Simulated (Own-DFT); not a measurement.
# How strain changes the stress of 3C SiC, 64 atoms (C32Si32)

All numbers below are calculated, not measured. They come from Own-DFT, an in-house plane-wave density functional program, since retired, whose code no person has reviewed. Each row is one single-point run on a periodic cell that was not relaxed, without spin or spin-orbit coupling.

Settings of every run: PBE; PseudoDojo norm-conserving scalar-relativistic files; cutoff 42 hartree; 4 x 4 x 4 k mesh centred on Gamma; Fermi-Dirac smearing of 0.1 eV.

Known limits: forces on such cells passed a denser k mesh, each cell not checked; stress not checked against mesh or cutoff.

Unstrained cell vectors in Å: (8.719, 0.000, 0.000); (0.000, 8.719, 0.000); (0.000, 0.000, 8.719). The unstrained cell has measured lattice constants (interpolated for alloys), not those of this functional. That, the random moves and any unrelaxed bonds set the pressure at no strain. Each run strains this cell uniformly, with the atoms carried along. Every atom was also moved at random, by a Gaussian of width 0.05 Å on each axis. Strain is the symmetric tensor, in per cent. Stress is positive in tension, and the pressure is minus a third of its trace.

```
run  e_xx (%)  e_yy (%)  e_zz (%)  e_yz (%)  e_xz (%)  e_xy (%)  s_xx (GPa)  s_yy (GPa)  s_zz (GPa)  s_yz (GPa)  s_xz (GPa)  s_xy (GPa)  P (GPa)  E (meV/atom)
  1     -0.16      0.30     -1.92      0.16     -0.65     -1.78       -8.44       -7.88      -12.69        1.53       -2.90       -9.68     9.67          40.7
  2      0.19     -1.99     -1.14      1.80      0.41      1.10       -9.57      -15.51      -13.52       12.03        2.51        6.16    12.87          41.5
  3      1.93      1.09      0.35     -1.40     -0.97      1.29        3.31        1.11       -0.67       -7.28       -3.92        7.41    -1.25          31.8
  4      0.31      1.14     -1.76     -1.09      0.88      0.96       -5.01       -3.17       -9.70       -6.12        6.33        3.67     5.96          21.5
  5      1.89     -1.53     -0.30      0.38      0.34      0.35       -0.47       -9.08       -5.70        2.05        2.10        3.07     5.08          19.3
  6      2.00      1.63     -0.54     -0.19      0.22     -0.50        4.24        3.10       -1.87        0.59        1.11       -2.72    -1.83           0.0
  7      1.61      1.35      1.88     -0.65     -1.50      0.19        4.29        4.27        5.22       -3.77       -7.72        1.46    -4.60          12.9
  8     -0.13      1.09      0.41     -0.02      0.36     -0.81       -3.62       -0.90       -2.31       -0.92        0.91       -5.04     2.28          17.2
  9      1.56      0.65      1.43      1.72     -1.05      0.75        2.80        0.33        1.95        8.72       -6.78        5.35    -1.70          32.6
 10     -0.80     -1.76     -0.96     -0.78     -1.52     -0.54      -12.68      -14.81      -13.29       -3.87       -9.07       -4.21    13.59          31.8
 11      0.10     -0.50      0.05     -1.04      0.64      1.88       -6.32       -7.69       -6.28       -4.49        3.75       10.31     6.76          39.0
 12      0.41     -1.57     -1.72      0.62      0.03     -0.27       -8.40      -13.87      -14.13        4.24        1.75       -2.16    12.13          42.8
 13     -0.47     -0.41      1.32      0.84      1.26     -0.63       -6.00       -5.90       -1.80        3.75        7.76       -3.17     4.57          23.5
 14     -1.79      1.26      1.05     -0.09      0.76     -1.70       -8.54       -2.02       -2.07       -0.76        2.92       -8.54     4.21          22.4
 15     -0.53      1.12     -0.40     -1.62      1.76      1.45       -8.11       -4.29       -8.24       -9.99       11.30        9.80     6.88          77.6
 16      1.61     -1.80     -0.16      0.22      1.38      0.09       -2.04      -11.11       -7.29        0.58        9.50        0.29     6.82          50.3
 17     -1.10      0.16     -0.35     -1.40      1.32     -1.12      -11.10       -7.54       -8.57       -6.45        7.41       -7.91     9.07          41.7
 18     -0.70      0.96     -0.70     -0.07      1.88      0.73           ?           ?           ?           ?           ?           ?        ?             ?
```

E is the free energy for each atom above the lowest run shown.

## Worked fit

Each stress component was fitted by least squares to a constant and the strains of the runs shown, as fractions, with shears doubled. Shear strains stay in the fit of a normal stress only where such slopes are resolved. The slopes, in GPa:

```
stress  at no strain  per e_xx  per e_yy  per e_zz  scatter
  s_xx          -5.8  389 ± 14  138 ± 13  132 ± 15     0.65
  s_yy          -6.0  146 ± 12  385 ± 11  141 ± 13     0.56
  s_zz          -5.9  143 ± 16  154 ± 15  369 ± 17     0.74
```

Each shear stress against twice its own strain: yz 276 ± 15, xz 294 ± 12, xy 288 ± 13 GPa. These are stiffnesses along x, y and z of the frame in which the cell vectors are given, which need not be the crystal's axes. The atoms are held to the strained lattice; where symmetry lets them move under strain, relaxing them would lower some slopes. The table should be nearly symmetric about its diagonal, and what it lacks of that shows the noise. A ninth of its sum, 222 ± 6 GPa, estimates the bulk modulus near the mean pressure of these runs, 5.3 GPa, so it lies above the value at zero pressure.

## Withheld run

Question: what normal stresses and pressure should run 18 give?

The fit gives s_xx = -8.1, s_yy = -4.3, s_zz = -8.0 and P = 6.8 GPa. The calculation gave -7.68, -3.47, -7.79 and P = 6.31 GPa.
